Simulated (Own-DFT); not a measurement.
## Calculated data, Si3N4 (beta silicon nitride, atoms displaced)

Computed with Own-DFT development build. A calculation, not a measurement: plane-wave PBE density functional theory by an unreviewed code, no spin, of a simulated periodic cell, stress positive in tension, free energy of the whole cell less one offset for each atom, forces on such cells passed a denser k mesh, this cell's mesh not checked; offsets are fitted by least squares, one for each functional and potential file, so energies compare only between cells with the same atoms and settings and are not formation energies; the far tail of each file's local potential was reset to the Coulomb form; each entry is a single point on an unrelaxed cell, so the pressure reflects the starting lattice, mostly measured values (interpolated for alloys), from which strain is counted, and rises with the displacements; printed positions are rounded, which can move forces by about a meV/angstrom; the program, named Own-DFT, is a retired in-house code; no spin-orbit coupling.

Common to all runs: functional PBE; potential files PseudoDojo norm-conserving, scalar-relativistic, standard set; wave cutoff 42 hartree; occupations Fermi-Dirac; smearing width 0.1 eV; k mesh 3 x 3 x 3 centred on Gamma.

```yaml
- entry: 1
  formula: Si3N4
  kind: "beta silicon nitride, atoms displaced"
  structure:
    cell_angstrom: [[7.606, 0.0, 0.0], [-3.803, 6.587, 0.0], [0.0, 0.0, 8.727]]
    atoms_fractional:
      - [Si, 0.18466, 0.76798, 0.07578]
      - [Si, 0.23645, 0.40905, 0.08688]
      - [Si, 0.61028, 0.83428, 0.083]
      - [Si, 0.8264, 0.21741, 0.25678]
      - [Si, 0.76894, 0.59308, 0.2567]
      - [Si, 0.41276, 0.17706, 0.25963]
      - ["N", 0.33454, 0.03088, 0.05934]
      - ["N", 0.97041, 0.30014, 0.08858]
      - ["N", 0.70071, 0.66713, 0.08067]
      - ["N", 0.67628, 0.98444, 0.24593]
      - ["N", 0.0336, 0.70301, 0.24889]
      - ["N", 0.29299, 0.32379, 0.24782]
      - ["N", 0.33704, 0.67352, 0.08404]
      - ["N", 0.67121, 0.33982, 0.24146]
      - [Si, 0.17381, 0.77949, 0.41839]
      - [Si, 0.21777, 0.39074, 0.40626]
      - [Si, 0.58691, 0.8117, 0.41461]
      - [Si, 0.81446, 0.2331, 0.58635]
      - [Si, 0.76664, 0.58461, 0.58947]
      - [Si, 0.40307, 0.16434, 0.57713]
      - ["N", 0.33557, 0.02857, 0.41289]
      - ["N", 0.96996, 0.3037, 0.42323]
      - ["N", 0.69601, 0.67172, 0.41248]
      - ["N", 0.65557, 0.9698, 0.58963]
      - ["N", 0.02724, 0.70257, 0.5764]
      - ["N", 0.30803, 0.32965, 0.58063]
      - ["N", 0.34382, 0.67639, 0.41362]
      - ["N", 0.65923, 0.33767, 0.58619]
      - [Si, 0.17059, 0.77365, 0.74577]
      - [Si, 0.22867, 0.40943, 0.75202]
      - [Si, 0.58185, 0.82303, 0.74994]
      - [Si, 0.81319, 0.22661, 0.91555]
      - [Si, 0.76549, 0.58933, 0.9293]
      - [Si, 0.40394, 0.17275, 0.9175]
      - ["N", 0.32827, 0.04081, 0.74632]
      - ["N", 0.96813, 0.30228, 0.75248]
      - ["N", 0.70069, 0.6647, 0.75007]
      - ["N", 0.67462, 0.9785, 0.92045]
      - ["N", 0.04446, 0.69661, 0.91675]
      - ["N", 0.30136, 0.33367, 0.91335]
      - ["N", 0.31904, 0.65889, 0.73762]
      - ["N", 0.65679, 0.32531, 0.92705]
  results:
    "free_energy_of_cell_above_offsets [eV]": "-3.047"
    "pressure [GPa]": 8.7
    "stress_xx [GPa]": -6.46
    "stress_yy [GPa]": -12.7
    "stress_zz [GPa]": -6.96
    "stress_yz [GPa]": 2.17
    "stress_xz [GPa]": 1.03
    "stress_xy [GPa]": -1.02
    force_element: [Si, Si, Si, Si, Si, Si, "N", "N", "N", "N", "N", "N", "N", "N", Si, Si, Si, Si, Si, Si, "N", "N", "N", "N", "N", "N", "N", "N", Si, Si, Si, Si, Si, Si, "N", "N", "N", "N", "N", "N", "N", "N"]
    "force_x [eV/angstrom]": [-1.764, -1.376, -1.893, -0.342, 0.97, 0.054, -0.304, 0.098, -1.046, -0.33, -0.023, 1.486, 3.618, 0.426, 1.77, 1.754, 0.167, 1.7, -1.857, -1.209, -0.025, -1.752, 2.127, 0.456, -0.173, -1.995, -3.931, 1.681, 0.429, 1.023, 1.3, 2.202, 2.147, -1.403, 0.314, -1.294, -1.038, -0.16, -3.507, -0.166, 0.843, 1.021]
    "force_y [eV/angstrom]": [1.316, 0.073, -0.714, 6.732, 0.82, 0.69, -3.1, -0.088, 1.16, -6.897, 0.576, -0.965, -0.859, -1.78, -3.145, 3.164, 4.076, -0.283, 2.958, 2.448, 0.636, -1.209, -1.1, 0.274, 0.117, 0.299, -3.413, -2.542, 0.164, -1.984, -0.702, 2.948, -0.489, 3.011, -2.499, -0.558, 1.013, -3.617, -1.4, 0.338, 2.484, 2.046]
    "force_z [eV/angstrom]": [1.808, -2.447, 0.059, -1.514, -1.741, -4.86, 7.976, -0.645, 3.125, 1.275, -0.203, 0.073, 0.185, 1.516, -2.163, 3.931, 0.65, 0.798, -1.236, 1.686, 0.612, -0.273, 1.632, -1.929, 1.315, -0.833, -0.28, -0.591, 0.267, -1.442, 0.723, 1.375, -4.247, -4.171, -0.05, -0.544, 1.647, -1.456, -1.065, 1.19, 0.647, -0.8]
- entry: 2
  formula: Si3N4
  kind: "beta silicon nitride, atoms displaced"
  structure:
    cell_angstrom: [[7.606, 0.0, 0.0], [-3.803, 6.587, 0.0], [0.0, 0.0, 8.727]]
    atoms_fractional:
      - [Si, 0.17999, 0.77079, 0.08099]
      - [Si, 0.23004, 0.41057, 0.07586]
      - [Si, 0.59022, 0.82441, 0.07395]
      - [Si, 0.83769, 0.23348, 0.24005]
      - [Si, 0.7882, 0.62241, 0.26011]
      - [Si, 0.40267, 0.177, 0.24817]
      - ["N", 0.32291, 0.03381, 0.09073]
      - ["N", 0.9686, 0.29835, 0.08592]
      - ["N", 0.70111, 0.67607, 0.07963]
      - ["N", 0.66663, 0.96659, 0.25502]
      - ["N", 0.04041, 0.69602, 0.25547]
      - ["N", 0.29931, 0.33338, 0.2472]
      - ["N", 0.32685, 0.64855, 0.08588]
      - ["N", 0.67254, 0.32888, 0.26239]
      - [Si, 0.17356, 0.76332, 0.42003]
      - [Si, 0.21933, 0.39044, 0.42174]
      - [Si, 0.60946, 0.8245, 0.41095]
      - [Si, 0.84074, 0.23303, 0.58431]
      - [Si, 0.77016, 0.60534, 0.58479]
      - [Si, 0.41805, 0.18166, 0.57997]
      - ["N", 0.33331, 0.02947, 0.42662]
      - ["N", 0.96732, 0.28975, 0.40378]
      - ["N", 0.68823, 0.65558, 0.42602]
      - ["N", 0.66711, 0.96956, 0.57494]
      - ["N", 0.03277, 0.70191, 0.58011]
      - ["N", 0.32328, 0.3407, 0.58562]
      - ["N", 0.33401, 0.67005, 0.40834]
      - ["N", 0.65548, 0.3363, 0.58068]
      - [Si, 0.17798, 0.76827, 0.74494]
      - [Si, 0.22582, 0.40389, 0.75382]
      - [Si, 0.59017, 0.82004, 0.75459]
      - [Si, 0.82249, 0.22373, 0.92421]
      - [Si, 0.78456, 0.59491, 0.93079]
      - [Si, 0.40358, 0.17399, 0.92602]
      - ["N", 0.34251, 0.0361, 0.74569]
      - ["N", 0.96956, 0.28842, 0.74557]
      - ["N", 0.71811, 0.67796, 0.75083]
      - ["N", 0.66406, 0.97793, 0.90993]
      - ["N", 0.02435, 0.69586, 0.9192]
      - ["N", 0.28015, 0.31541, 0.91989]
      - ["N", 0.33583, 0.66839, 0.76103]
      - ["N", 0.66157, 0.33138, 0.92406]
  results:
    "free_energy_of_cell_above_offsets [eV]": "-2.169"
    "pressure [GPa]": 8.38
    "stress_xx [GPa]": -9.95
    "stress_yy [GPa]": -6.25
    "stress_zz [GPa]": -8.94
    "stress_yz [GPa]": -2.11
    "stress_xz [GPa]": 0.04
    "stress_xy [GPa]": -2.56
    force_element: [Si, Si, Si, Si, Si, Si, "N", "N", "N", "N", "N", "N", "N", "N", Si, Si, Si, Si, Si, Si, "N", "N", "N", "N", "N", "N", "N", "N", Si, Si, Si, Si, Si, Si, "N", "N", "N", "N", "N", "N", "N", "N"]
    "force_x [eV/angstrom]": [0.07, 1.261, -0.266, -4.695, -0.359, 1.696, 0.46, 1.494, 0.956, 0.778, -1.44, -0.144, -1.133, -1.035, 2.355, 2.397, -4.316, -4.774, 1.969, -1.466, -0.981, 0.64, 0.386, 0.86, -0.738, -4.077, 1.602, 6.551, -0.718, 2.55, 1.834, -1.026, -4.757, -0.197, -0.717, -0.174, -1.755, 0.049, 5.076, 1.018, -0.719, 1.486]
    "force_y [eV/angstrom]": [-0.678, -4.335, 0.207, -1.842, -4.504, 1.198, -2.218, 0.664, 0.178, 0.574, 0.478, -0.384, 6.624, 1.788, 2.261, 3.115, -0.264, -1.316, -3.229, -2.441, -0.555, 0.235, 1.438, -0.213, -0.924, 1.022, -1.86, 3.027, 1.726, -0.068, 1.057, 2.58, -1.884, -0.088, -1.387, 0.652, 0.864, -2.61, 2.196, 0.008, -1.516, 0.422]
    "force_z [eV/angstrom]": [1.345, 2.798, 2.492, 3.63, -1.681, 3.827, -1.777, -3.509, 2.032, -4.136, -1.918, -0.065, -0.859, -1.43, -0.133, -1.406, 1.972, -3.173, 1.584, 1.0, -2.99, 3.5, -2.728, 2.105, 1.298, 0.507, 1.027, 0.709, 0.682, -1.35, -3.195, -2.029, -2.816, -2.888, 2.322, 2.68, 2.605, 1.593, -0.478, -1.076, -0.271, 0.202]
- entry: 3
  formula: Si3N4
  kind: "beta silicon nitride, atoms displaced"
  structure:
    cell_angstrom: [[7.606, 0.0, 0.0], [-3.803, 6.587, 0.0], [0.0, 0.0, 8.727]]
    atoms_fractional:
      - [Si, 0.1768, 0.76938, 0.08384]
      - [Si, 0.22743, 0.39215, 0.07824]
      - [Si, 0.58755, 0.81195, 0.08968]
      - [Si, 0.81883, 0.22581, 0.24614]
      - [Si, 0.78325, 0.6029, 0.24616]
      - [Si, 0.40599, 0.18716, 0.2363]
      - ["N", 0.33555, 0.02183, 0.08075]
      - ["N", 0.98106, 0.29604, 0.09032]
      - ["N", 0.70893, 0.67844, 0.08662]
      - ["N", 0.65392, 0.95977, 0.25774]
      - ["N", 0.02253, 0.70194, 0.23766]
      - ["N", 0.29081, 0.31785, 0.26256]
      - ["N", 0.3485, 0.66924, 0.08665]
      - ["N", 0.66667, 0.33416, 0.25132]
      - [Si, 0.15506, 0.7499, 0.40956]
      - [Si, 0.22726, 0.40985, 0.41181]
      - [Si, 0.58754, 0.82635, 0.42594]
      - [Si, 0.83729, 0.22704, 0.57755]
      - [Si, 0.78556, 0.60155, 0.5897]
      - [Si, 0.41084, 0.17093, 0.58823]
      - ["N", 0.32616, 0.02737, 0.41538]
      - ["N", 0.96874, 0.30531, 0.40713]
      - ["N", 0.71012, 0.67951, 0.41925]
      - ["N", 0.66775, 0.97023, 0.5951]
      - ["N", 0.04542, 0.70105, 0.58631]
      - ["N", 0.30175, 0.34041, 0.59264]
      - ["N", 0.34126, 0.67793, 0.41037]
      - ["N", 0.67004, 0.34296, 0.58109]
      - [Si, 0.16366, 0.75915, 0.75036]
      - [Si, 0.23658, 0.41101, 0.75042]
      - [Si, 0.61191, 0.83124, 0.742]
      - [Si, 0.81674, 0.22969, 0.91782]
      - [Si, 0.76835, 0.58406, 0.91466]
      - [Si, 0.41477, 0.18198, 0.9173]
      - ["N", 0.33074, 0.04246, 0.75485]
      - ["N", 0.96844, 0.30223, 0.75177]
      - ["N", 0.70906, 0.67005, 0.74283]
      - ["N", 0.66679, 0.97407, 0.91857]
      - ["N", 0.03381, 0.70357, 0.92432]
      - ["N", 0.30303, 0.33748, 0.91856]
      - ["N", 0.32771, 0.66111, 0.75089]
      - ["N", 0.66436, 0.3274, 0.916]
  results:
    "free_energy_of_cell_above_offsets [eV]": "-2.425"
    "pressure [GPa]": 8.46
    "stress_xx [GPa]": -11.53
    "stress_yy [GPa]": -5.54
    "stress_zz [GPa]": -8.31
    "stress_yz [GPa]": 0.12
    "stress_xz [GPa]": 1.73
    "stress_xy [GPa]": -2.87
    force_element: [Si, Si, Si, Si, Si, Si, "N", "N", "N", "N", "N", "N", "N", "N", Si, Si, Si, Si, Si, Si, "N", "N", "N", "N", "N", "N", "N", "N", Si, Si, Si, Si, Si, Si, "N", "N", "N", "N", "N", "N", "N", "N"]
    "force_x [eV/angstrom]": [2.623, 0.614, 1.801, -0.217, -5.34, 2.397, -0.581, -3.816, 1.123, 0.931, 4.149, -1.199, -5.215, 0.077, 2.664, 1.594, 2.264, -2.571, -0.953, -1.515, -0.21, 0.064, 0.688, 0.231, -2.634, 1.109, -2.777, 2.162, 3.447, -1.456, -2.603, 3.45, -0.877, -2.2, -0.026, 0.25, -0.372, 0.666, -1.153, 2.212, 1.178, 0.018]
    "force_y [eV/angstrom]": [-0.563, 3.168, 4.28, -1.2, -2.269, -3.503, 3.046, -1.236, -1.48, 2.13, 1.053, 1.334, -4.016, 0.983, 4.169, 0.811, 0.348, 1.662, -1.266, 1.207, -0.248, -0.07, 0.045, 2.261, -1.32, -1.33, -3.578, -1.631, 2.764, -0.527, -2.688, -0.526, 2.362, -2.379, -2.966, -0.034, 0.584, -2.013, -1.159, -1.259, 2.815, 2.242]
    "force_z [eV/angstrom]": [-0.472, 3.155, -0.659, 0.086, 1.759, 3.735, -0.275, -1.596, -1.813, -1.036, 1.939, -3.762, -0.231, -0.964, 0.316, 3.073, -1.076, 1.561, -3.713, -2.469, -0.299, 1.263, 0.191, -4.707, -1.711, -3.365, 0.18, 0.199, 2.353, 0.746, 6.043, -0.047, 1.006, 0.039, -0.094, -0.033, 3.159, -0.019, -2.028, -0.895, 0.038, 0.422]
- entry: 4
  formula: Si3N4
  kind: "beta silicon nitride, atoms displaced"
  structure:
    cell_angstrom: [[7.606, 0.0, 0.0], [-3.803, 6.587, 0.0], [0.0, 0.0, 8.727]]
    atoms_fractional:
      - [Si, 0.16965, 0.77157, 0.08177]
      - [Si, 0.22819, 0.40448, 0.08076]
      - [Si, 0.61507, 0.83182, 0.09145]
      - [Si, 0.81651, 0.22336, 0.24113]
      - [Si, 0.7672, 0.58678, 0.24867]
      - [Si, 0.40887, 0.17806, 0.2504]
      - ["N", 0.34112, 0.03979, 0.08038]
      - ["N", 0.96773, 0.30484, 0.09272]
      - ["N", 0.7092, 0.67794, 0.07916]
      - ["N", 0.66234, 0.96612, 0.24349]
      - ["N", 0.04282, 0.70288, 0.24558]
      - ["N", 0.31503, 0.34512, 0.24237]
      - ["N", 0.31097, 0.66106, 0.0868]
      - ["N", 0.66303, 0.33165, 0.23865]
      - [Si, 0.17022, 0.76323, 0.41262]
      - [Si, 0.23337, 0.39971, 0.42131]
      - [Si, 0.60053, 0.82798, 0.41021]
      - [Si, 0.82426, 0.23395, 0.5869]
      - [Si, 0.76029, 0.59147, 0.58868]
      - [Si, 0.39789, 0.17348, 0.5862]
      - ["N", 0.33233, 0.03879, 0.41248]
      - ["N", 0.96833, 0.30322, 0.41436]
      - ["N", 0.70167, 0.68409, 0.4048]
      - ["N", 0.66887, 0.96832, 0.59678]
      - ["N", 0.03165, 0.70788, 0.58546]
      - ["N", 0.28239, 0.3254, 0.57101]
      - ["N", 0.32023, 0.64747, 0.41378]
      - ["N", 0.67176, 0.33832, 0.57301]
      - [Si, 0.1779, 0.76753, 0.76196]
      - [Si, 0.22483, 0.41093, 0.75392]
      - [Si, 0.59174, 0.82095, 0.75208]
      - [Si, 0.82195, 0.22481, 0.92474]
      - [Si, 0.76876, 0.60797, 0.93257]
      - [Si, 0.41695, 0.16848, 0.91757]
      - ["N", 0.32976, 0.01731, 0.73812]
      - ["N", 0.98081, 0.30049, 0.74593]
      - ["N", 0.70227, 0.66779, 0.75277]
      - ["N", 0.67272, 0.97797, 0.92509]
      - ["N", 0.02572, 0.70346, 0.91778]
      - ["N", 0.31341, 0.33794, 0.91317]
      - ["N", 0.3189, 0.65854, 0.75412]
      - ["N", 0.67134, 0.32922, 0.91712]
  results:
    "free_energy_of_cell_above_offsets [eV]": "-1.740"
    "pressure [GPa]": 9.46
    "stress_xx [GPa]": -8.35
    "stress_yy [GPa]": -9.59
    "stress_zz [GPa]": -10.45
    "stress_yz [GPa]": 1.98
    "stress_xz [GPa]": 0.85
    "stress_xy [GPa]": 3.03
    force_element: [Si, Si, Si, Si, Si, Si, "N", "N", "N", "N", "N", "N", "N", "N", Si, Si, Si, Si, Si, Si, "N", "N", "N", "N", "N", "N", "N", "N", Si, Si, Si, Si, Si, Si, "N", "N", "N", "N", "N", "N", "N", "N"]
    "force_x [eV/angstrom]": [1.284, 0.462, -4.899, 0.306, 0.936, -1.377, -0.671, 1.014, -1.472, 0.06, -4.314, 0.029, 4.641, 1.081, 1.168, -3.498, -4.059, 1.361, 2.136, 0.419, 0.199, -0.998, 3.419, -0.028, -0.684, 4.435, 0.946, -2.272, -2.536, 3.61, -0.819, 1.527, 3.58, -1.642, 0.223, -4.287, -1.52, 0.302, -0.279, -0.302, 3.139, -0.618]
    "force_y [eV/angstrom]": [1.404, 1.015, -2.027, 1.748, 1.356, 0.137, -2.453, -0.541, 0.737, 1.646, -1.296, -0.959, 0.834, 0.391, 0.645, 0.752, -0.055, -0.152, 1.558, 0.725, -1.868, -1.466, -2.547, 0.385, -0.547, -2.061, 4.789, -1.059, -0.882, -1.353, -0.387, 3.113, -4.342, 1.217, 2.695, -2.091, 0.503, -3.854, 0.322, -0.611, 2.27, 2.309]
    "force_z [eV/angstrom]": [-0.42, 0.207, -3.693, 4.042, 0.59, -1.087, 1.168, -3.146, 5.712, 2.884, 0.727, 1.351, -0.77, 0.524, 2.092, -6.617, 2.582, -1.225, -2.007, -2.203, 0.773, -0.426, 1.601, -3.296, -0.031, 7.389, 0.363, 0.835, -3.404, -1.065, 1.474, -1.668, -7.966, -2.104, 3.187, 2.061, 1.458, -0.951, 0.835, 0.113, 0.197, -0.086]
```
